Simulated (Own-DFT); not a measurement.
# Strain and stress in 6H (3C twinned every three layers) SiC, 108 atoms (C54Si54)

Calculated results; nothing here was measured. They come from Own-DFT, an in-house plane-wave density functional program, since retired, whose code no person has reviewed. Each row is one single-point run on a periodic cell that was not relaxed, without spin or spin-orbit coupling.

Settings of every run: PBE; PseudoDojo norm-conserving scalar-relativistic files; cutoff 42 hartree; 4 x 4 x 2 k mesh centred on Gamma; Fermi-Dirac smearing of 0.1 eV.

Known limits: forces on such cells passed a denser k mesh, each cell not checked; stress not checked against mesh or cutoff.

Unstrained cell vectors in Å: (6.539, -6.539, 0.000); (0.000, 6.539, -6.539); (8.719, 8.719, 8.719). The unstrained cell has measured lattice constants (interpolated for alloys), not those of this functional. That, the random moves and any unrelaxed bonds set the pressure at no strain. Each run strains this cell uniformly, with the atoms carried along. Every atom was also moved at random, by a Gaussian of width 0.05 Å on each axis. Strain is the symmetric tensor, in per cent. Stress is positive in tension, and the pressure is minus a third of its trace.

```
run  e_xx (%)  e_yy (%)  e_zz (%)  e_yz (%)  e_xz (%)  e_xy (%)  s_xx (GPa)  s_yy (GPa)  s_zz (GPa)  s_yz (GPa)  s_xz (GPa)  s_xy (GPa)  P (GPa)  E (meV/atom)
  1      0.74      0.08     -1.37      0.42     -1.47     -1.68       -3.37       -7.79      -11.67       -0.31       -8.81       -9.61     7.61          45.7
  2      0.45      0.01      0.27     -1.62      1.88     -1.11       -4.89       -3.66       -4.68       -5.74        6.88       -6.24     4.41          40.2
  3      1.47      0.15      1.66      0.75      1.01     -0.93        3.76       -2.05        2.79        3.72        3.35       -3.13    -1.50          15.2
  4     -1.82      0.89     -1.31     -0.64      1.51      1.34      -17.42       -3.88      -13.33       -2.66        9.43        8.77    11.54          39.3
  5      1.86     -0.14      0.72      0.89     -1.11     -1.25        4.88       -3.15       -1.53        1.87       -6.04       -6.02    -0.07           6.8
  6      1.66      0.83     -0.99      0.52     -1.50     -0.94        2.25       -0.67       -8.67        1.18       -6.39       -6.03     2.36          17.7
  7      0.38     -1.83      0.53     -0.43     -0.53     -0.91       -5.59      -13.62       -3.69       -3.38       -4.41       -4.75     7.63          21.1
  8     -0.63     -0.92     -0.86     -1.09      0.41     -0.61      -11.12      -10.89      -12.45       -4.22        1.55       -3.33    11.49          42.4
  9     -1.69      1.45      1.61      1.67     -1.50     -1.65       -9.20        0.77        1.24        4.77       -7.11       -7.23     2.40          14.4
 10     -1.79      0.16     -1.41      1.15      1.37     -1.34      -14.83       -6.66      -16.98        5.69        7.12       -6.82    12.82          34.5
 11      1.90     -0.17      1.42      1.27      1.38      0.75        4.26       -3.32        1.84        5.86        5.88        4.08    -0.93          21.5
 12     -0.84      0.42     -1.46      1.59     -1.44      1.41      -10.31       -8.04      -12.64        7.47       -5.70        6.48    10.33          47.1
 13     -0.98      0.12      0.05     -1.80     -1.60      1.10      -10.40       -7.15       -4.96       -8.62       -7.66        4.33     7.50          25.0
 14     -0.79     -1.29     -0.41      1.94      1.65     -0.78       -9.38      -11.09      -13.43        8.15        7.73       -3.10    11.30          33.3
 15      1.40     -0.11      0.82      0.55     -0.53      1.56        1.71       -5.56        0.35        1.30       -1.85        6.70     1.17          20.9
 16      1.52      1.25      0.51      0.51      0.33      0.44        2.87        3.11        0.06        1.71        0.64        1.42    -2.01           0.0
 17      0.90     -0.78     -1.07      0.23      0.64     -1.36           ?           ?           ?           ?           ?           ?        ?             ?
```

E is the free energy for each atom above the lowest run shown.

## Worked fit

Each stress component was fitted by least squares to a constant and the strains of the runs shown, as fractions, with shears doubled. Shear strains stay in the fit of a normal stress only where such slopes are resolved. The slopes, in GPa:

| stress | at no strain | per e_xx | per e_yy | per e_zz | scatter |
|---|---|---|---|---|---|
| s_xx | -5.9 | 463 ± 15 | 61 ± 21 | 123 ± 18 | 0.69 |
| s_yy | -5.6 | 96 ± 21 | 475 ± 31 | 96 ± 26 | 1.00 |
| s_zz | -6.0 | 109 ± 15 | 112 ± 22 | 507 ± 18 | 0.70 |

Also, s_xx gains 35 ± 8 per 2 e_yz; s_xx gains -16 ± 7 per 2 e_xz; s_yy gains 31 ± 10 per 2 e_xz; s_zz gains -27 ± 8 per 2 e_yz; s_zz gains -30 ± 7 per 2 e_xz; s_zz gains 24 ± 8 per 2 e_xy.

Each shear stress against twice its own strain: yz 212 ± 10, xz 237 ± 8, xy 249 ± 10 GPa. These are stiffnesses along x, y and z of the frame in which the cell vectors are given, which need not be the crystal's axes. The atoms are held to the strained lattice; where symmetry lets them move under strain, relaxing them would lower some slopes. The table should be nearly symmetric about its diagonal, and what it lacks of that shows the noise. A ninth of its sum, 227 ± 4 GPa, estimates the bulk modulus near the mean pressure of these runs, 5.4 GPa, so it lies above the value at zero pressure.

## Withheld run

Question: what normal stresses and pressure should run 17 give?

The fit gives s_xx = -3.5, s_yy = -9.1, s_zz = -12.4 and P = 8.4 GPa. The calculation gave -2.17, -9.25, -10.94 and P = 7.46 GPa.
